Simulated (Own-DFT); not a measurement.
# Strain and stress in 2H SiC, 72 atoms (C36Si36)

All numbers below are calculated, not measured. They come from Own-DFT, an in-house plane-wave density functional program, since retired, whose code no person has reviewed. Each row is one single-point run on a periodic cell that was not relaxed, without spin or spin-orbit coupling.

Settings of every run: PBE; PseudoDojo norm-conserving scalar-relativistic files; cutoff 42 hartree; 4 x 4 x 3 k mesh centred on Gamma; Fermi-Dirac smearing of 0.1 eV.

Known limits: forces on such cells passed a denser k mesh, each cell not checked; stress not checked against mesh or cutoff.

Unstrained cell vectors in Å: (9.248, 0.000, 0.000); (-4.624, 8.009, 0.000); (0.000, 0.000, 10.068). The unstrained cell has measured lattice constants (interpolated for alloys), not those of this functional. That, the random moves and any unrelaxed bonds set the pressure at no strain. Each run strains this cell uniformly, with the atoms carried along. Every atom was also moved at random, by a Gaussian of width 0.05 Å on each axis. Strain is the symmetric tensor, in per cent. Stress is positive in tension, and the pressure is minus a third of its trace.

| run | e_xx (%) | e_yy (%) | e_zz (%) | e_yz (%) | e_xz (%) | e_xy (%) | s_xx (GPa) | s_yy (GPa) | s_zz (GPa) | s_yz (GPa) | s_xz (GPa) | s_xy (GPa) | P (GPa) | E (meV/atom) |
|---|---|---|---|---|---|---|---|---|---|---|---|---|---|---|
| 1 | -1.16 | 1.43 | 1.40 | -1.30 | 0.87 | 1.39 | -7.57 | 3.68 | 0.22 | -4.47 | 3.24 | 6.43 | 1.22 | 0.0 |
| 2 | 0.02 | -1.36 | -1.06 | -1.97 | -1.62 | -1.59 | -6.38 | -11.80 | -15.31 | -6.04 | -5.77 | -7.53 | 11.16 | 38.7 |
| 3 | -0.31 | 1.23 | 1.07 | 1.16 | 0.43 | 1.92 | -4.72 | 2.72 | -0.68 | 3.86 | 1.11 | 8.16 | 0.89 | 10.4 |
| 4 | 0.75 | 0.20 | 0.05 | 1.75 | 1.81 | -1.66 | 0.27 | -3.02 | -7.91 | 6.50 | 5.15 | -8.15 | 3.55 | 34.1 |
| 5 | 0.87 | 1.57 | 0.02 | 1.32 | 1.23 | -1.07 | -0.82 | 3.41 | -5.05 | 4.68 | 5.26 | -6.34 | 0.82 | 42.2 |
| 6 | -1.41 | -0.68 | -1.60 | 1.61 | 1.51 | -0.72 | -13.44 | -12.69 | -18.51 | 6.96 | 6.78 | -4.00 | 14.88 | 58.2 |
| 7 | 1.43 | 0.02 | 0.93 | 1.50 | 0.63 | -0.72 | 2.24 | -1.63 | -1.90 | 4.24 | 2.99 | -3.92 | 0.43 | 18.8 |
| 8 | 1.79 | -1.39 | 0.57 | -1.66 | 1.06 | -1.93 | 4.00 | -10.68 | -5.06 | -4.63 | 3.84 | -8.46 | 3.92 | 45.2 |
| 9 | 1.88 | -1.21 | -1.61 | -1.45 | -0.34 | 1.08 | 4.30 | -9.67 | -17.25 | -4.73 | -1.04 | 5.06 | 7.54 | 25.3 |
| 10 | 0.33 | -0.74 | -1.89 | 0.77 | 0.27 | -1.00 | -3.58 | -8.10 | -22.15 | 2.88 | 1.25 | -4.56 | 11.27 | 36.7 |
| 11 | 1.87 | -1.01 | 1.22 | -0.90 | 0.20 | -1.83 | 4.73 | -8.93 | 0.36 | -2.50 | 0.32 | -8.25 | 1.28 | 26.2 |
| 12 | -1.46 | 1.34 | 0.29 | 0.47 | -0.72 | 1.93 | -10.88 | 3.13 | -8.43 | 0.88 | -1.88 | 10.10 | 5.40 | 28.3 |
| 13 | 0.34 | 0.28 | -1.52 | 1.54 | 1.23 | -1.48 | -3.81 | -2.27 | -17.24 | 4.65 | 4.19 | -7.09 | 7.77 | 32.1 |
| 14 | -1.59 | -0.15 | 1.93 | 1.85 | 0.43 | 1.80 | -13.16 | -7.16 | 3.43 | 6.63 | 1.97 | 8.62 | 5.63 | 38.9 |
| 15 | -0.37 | 0.63 | -1.44 | 1.80 | -0.78 | 0.04 | -6.60 | -3.98 | -13.29 | 5.85 | -2.02 | -0.71 | 7.96 | 25.4 |
| 16 | 1.24 | -0.31 | -1.02 | 0.55 | -1.03 | -1.95 | 1.97 | -3.63 | -14.44 | 1.95 | -3.84 | -8.35 | 5.36 | 10.3 |
| 17 | 1.88 | 1.55 | -1.36 | 1.56 | 1.30 | -0.52 | ? | ? | ? | ? | ? | ? | ? | ? |

E is the free energy for each atom above the lowest run shown.

## Worked fit

Each stress component was fitted by least squares to a constant and the strains of the runs shown, as fractions, with shears doubled. Shear strains stay in the fit of a normal stress only where such slopes are resolved. The slopes, in GPa:

```
stress,at no strain,per e_xx,per e_yy,per e_zz,scatter
s_xx,-4.6,516 ± 22,68 ± 28,34 ± 20,0.92
s_yy,-4.6,118 ± 34,574 ± 42,35 ± 30,1.42
s_zz,-8.1,61 ± 35,81 ± 44,604 ± 31,1.47
```

Each shear stress against twice its own strain: yz 163 ± 6, xz 178 ± 11, xy 233 ± 9 GPa. These are stiffnesses along x, y and z of the frame in which the cell vectors are given, which need not be the crystal's axes. The atoms are held to the strained lattice; where symmetry lets them move under strain, relaxing them would lower some slopes. The table should be nearly symmetric about its diagonal, and what it lacks of that shows the noise. A ninth of its sum, 232 ± 6 GPa, estimates the bulk modulus near the mean pressure of these runs, 5.6 GPa, so it lies above the value at zero pressure.

## Withheld run

Question: what normal stresses and pressure should run 17 give?

The fit gives s_xx = 5.6, s_yy = 6.0, s_zz = -13.9 and P = 0.8 GPa. The calculation gave 6.14, 6.01, -14.12 and P = 0.65 GPa.
